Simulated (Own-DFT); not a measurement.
# How strain changes the stress of wurtzite GaN, 72 atoms (Ga36N36)

These are calculations, not measurements. The program, named Own-DFT, is a retired in-house plane-wave density functional code that no person has reviewed. Each row is one single-point run on a periodic cell that was not relaxed, without spin or spin-orbit coupling.

Settings of every run: PBE; PseudoDojo norm-conserving scalar-relativistic files (stringent for Ga); cutoff 96 hartree; 4 x 4 x 3 k mesh centred on Gamma; Gaussian smearing of 0.01 eV.

Known limits: forces not confirmed at this smearing and k mesh; stress not checked against mesh or cutoff.

Unstrained cell vectors in Å: (9.567, 0.000, 0.000); (-4.783, 8.285, 0.000); (0.000, 0.000, 10.370). The unstrained cell has measured lattice constants (interpolated for alloys), not those of this functional. That, the random moves and any unrelaxed bonds set the pressure at no strain. Each run strains this cell uniformly, with the atoms carried along. Every atom was also moved at random, by a Gaussian of width 0.05 Å on each axis. Strain is the symmetric tensor, in per cent. Stress is positive in tension, and the pressure is minus a third of its trace.

| run | e_xx (%) | e_yy (%) | e_zz (%) | e_yz (%) | e_xz (%) | e_xy (%) | s_xx (GPa) | s_yy (GPa) | s_zz (GPa) | s_yz (GPa) | s_xz (GPa) | s_xy (GPa) | P (GPa) | E (meV/atom) |
|---|---|---|---|---|---|---|---|---|---|---|---|---|---|---|
| 1 | -0.37 | 1.66 | -0.13 | 1.24 | -0.47 | -1.87 | -6.17 | -2.51 | -6.63 | 2.84 | -0.39 | -5.48 | 5.10 | 22.0 |
| 2 | 0.39 | 0.29 | -1.67 | -0.26 | 1.24 | 1.28 | -5.71 | -7.35 | -14.63 | -1.38 | 1.76 | 3.88 | 9.23 | 27.7 |
| 3 | 0.26 | 0.95 | 1.09 | 0.52 | -1.35 | -0.66 | -4.76 | -1.56 | -2.86 | 0.40 | -3.08 | -4.78 | 3.06 | 18.1 |
| 4 | 1.67 | 1.03 | -1.44 | 1.74 | 0.99 | -0.75 | -0.08 | -3.28 | -11.79 | 3.20 | 2.67 | -1.53 | 5.05 | 26.4 |
| 5 | -1.67 | 1.90 | 1.04 | -1.82 | -1.32 | -1.93 | -11.63 | -1.23 | -3.70 | -4.54 | -2.99 | -7.00 | 5.52 | 34.0 |
| 6 | -1.94 | -1.60 | 1.16 | 1.64 | -1.24 | 1.70 | -17.96 | -16.40 | -3.48 | 3.95 | -2.89 | 6.18 | 12.61 | 44.9 |
| 7 | 1.79 | 0.25 | 1.20 | 1.98 | 0.78 | -0.56 | 1.12 | -4.67 | -0.87 | 4.64 | 1.06 | -0.33 | 1.47 | 18.3 |
| 8 | 0.90 | 1.09 | 0.12 | -0.30 | 1.95 | -0.81 | -2.68 | -1.23 | -5.14 | -0.20 | 4.56 | -2.86 | 3.02 | 3.2 |
| 9 | 1.32 | -0.79 | -1.74 | -1.82 | 1.96 | -1.02 | -3.07 | -13.06 | -15.85 | -3.57 | 3.83 | -4.27 | 10.66 | 58.0 |
| 10 | -1.85 | -0.43 | 0.17 | -1.05 | -0.48 | -1.39 | -15.83 | -10.28 | -9.93 | -2.36 | -0.63 | -3.81 | 12.01 | 47.0 |
| 11 | -0.43 | 1.92 | 1.92 | -0.43 | 0.04 | -1.78 | -3.78 | 0.45 | 1.78 | -0.98 | -0.34 | -3.65 | 0.52 | 0.0 |
| 12 | 1.84 | 0.30 | -1.81 | -0.96 | -0.56 | -0.25 | -0.30 | -5.04 | -13.45 | -1.84 | -1.91 | -2.12 | 6.26 | 7.0 |
| 13 | 0.27 | 0.85 | 0.15 | 0.86 | -1.27 | 0.30 | -4.40 | -2.79 | -6.64 | 0.91 | -2.06 | 0.97 | 4.61 | 16.1 |
| 14 | 0.07 | 1.56 | 0.28 | -1.98 | 1.57 | -1.52 | -3.22 | -1.30 | -6.11 | -4.15 | 2.53 | -4.22 | 3.54 | 16.7 |
| 15 | -1.78 | -0.73 | 1.79 | -0.47 | 0.48 | 1.90 | -13.52 | -10.68 | -1.56 | -0.51 | 0.93 | 4.91 | 8.58 | 25.3 |
| 16 | 0.25 | -1.07 | 1.10 | 0.31 | -1.05 | -1.06 | -5.84 | -12.49 | -4.01 | 2.31 | -2.26 | -3.40 | 7.45 | 38.9 |
| 17 | 0.82 | 1.19 | 0.03 | -0.79 | -0.27 | -0.51 | ? | ? | ? | ? | ? | ? | ? | ? |

E is the free energy for each atom above the lowest run shown.

## Worked fit

Each stress component was fitted by least squares to a constant and the strains of the runs shown, as fractions, with shears doubled. Shear strains stay in the fit of a normal stress only where such slopes are resolved. The slopes, in GPa:

```
stress,at no strain,per e_xx,per e_yy,per e_zz,scatter
s_xx,-7.1,427 ± 22,141 ± 22,71 ± 23,0.91
s_yy,-8.0,92 ± 27,432 ± 26,71 ± 28,1.10
s_zz,-7.8,78 ± 21,62 ± 20,442 ± 22,0.86
```

Each shear stress against twice its own strain: yz 107 ± 6, xz 107 ± 7, xy 136 ± 16 GPa. These are stiffnesses along x, y and z of the frame in which the cell vectors are given, which need not be the crystal's axes. The atoms are held to the strained lattice; where symmetry lets them move under strain, relaxing them would lower some slopes. The table should be nearly symmetric about its diagonal, and what it lacks of that shows the noise. A ninth of its sum, 202 ± 6 GPa, estimates the bulk modulus near the mean pressure of these runs, 6.2 GPa, so it lies above the value at zero pressure.

## Withheld run

Question: what normal stresses and pressure should run 17 give?

The fit gives s_xx = -1.9, s_yy = -2.1, s_zz = -6.3 and P = 3.4 GPa. The calculation gave -2.10, -1.31, -5.82 and P = 3.08 GPa.
